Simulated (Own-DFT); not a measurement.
# One host, several defects: zincblende InP

No measurement is shown. These are fixed-geometry runs of a retired plane-wave code named Own-DFT, which no person has reviewed; spin and spin-orbit coupling are neglected.

Common settings: PBE; PseudoDojo norm-conserving scalar-relativistic files; cutoff 36 hartree; 2 x 3 x 3 k mesh centred on Gamma; Fermi-Dirac smearing of 0.1 eV.

Limits (not all hold for every row): not probed for a lower state with spin; forces on such cells failed a check on a denser k mesh; forces not confirmed at this smearing and k mesh; stress not checked against mesh or cutoff.

All runs share one cell, with vectors in Å (17.606, 0.000, 0.000); (0.000, 11.737, 0.000); (0.000, 0.000, 11.737) and a volume of 2425.5 Å³. u is the rms random offset of the atoms per axis. The defect's site can differ from row to row.

```
cell,formula,u (Å),P (GPa)
no defect,In48P48,0.0215,3.22
no defect,In48P48,0.0216,3.20
no defect,In48P48,0.0515,3.67
one In on a P site and one P on an In site,In48P48,0.0296,3.55
one In on a P site and one P on an In site,In48P48,0.0309,3.54
one In on a P site and one P on an In site,In48P48,0.0445,3.72
one In on a P site and one P on an In site,In48P48,0.0516,?
two P on an In site each,In46P50,0.0306,3.03
two P on an In site each,In46P50,0.0319,3.06
two P on an In site each,In46P50,0.0528,3.31
```

## Analysis

P = P0 + c u² + a shift for each defect gives P0 = 3.15 GPa, c = 180 ± 14 GPa/Å² and a scatter of 0.03 GPa. The shifts, and each times the cell's volume:

- one In on a P site and one P on an In site: 0.23 ± 0.03 GPa, 3.5 eV
- two P on an In site each: -0.30 ± 0.03 GPa, -4.5 eV (-2.3 eV for each of its 2 sites)

Against the defect-free cell, a freed cell would be larger where the shift is positive and smaller where it is negative (160.2 GPa Å³ is 1 eV). The atoms around the defects weren't relaxed, which would change these numbers.

## Check

Asked: what pressure belongs in the blank (one In on a P site and one P on an In site, u = 0.0516 Å)?

The fit gives 3.86 ± 0.04 GPa. DFT gave 3.78 GPa.
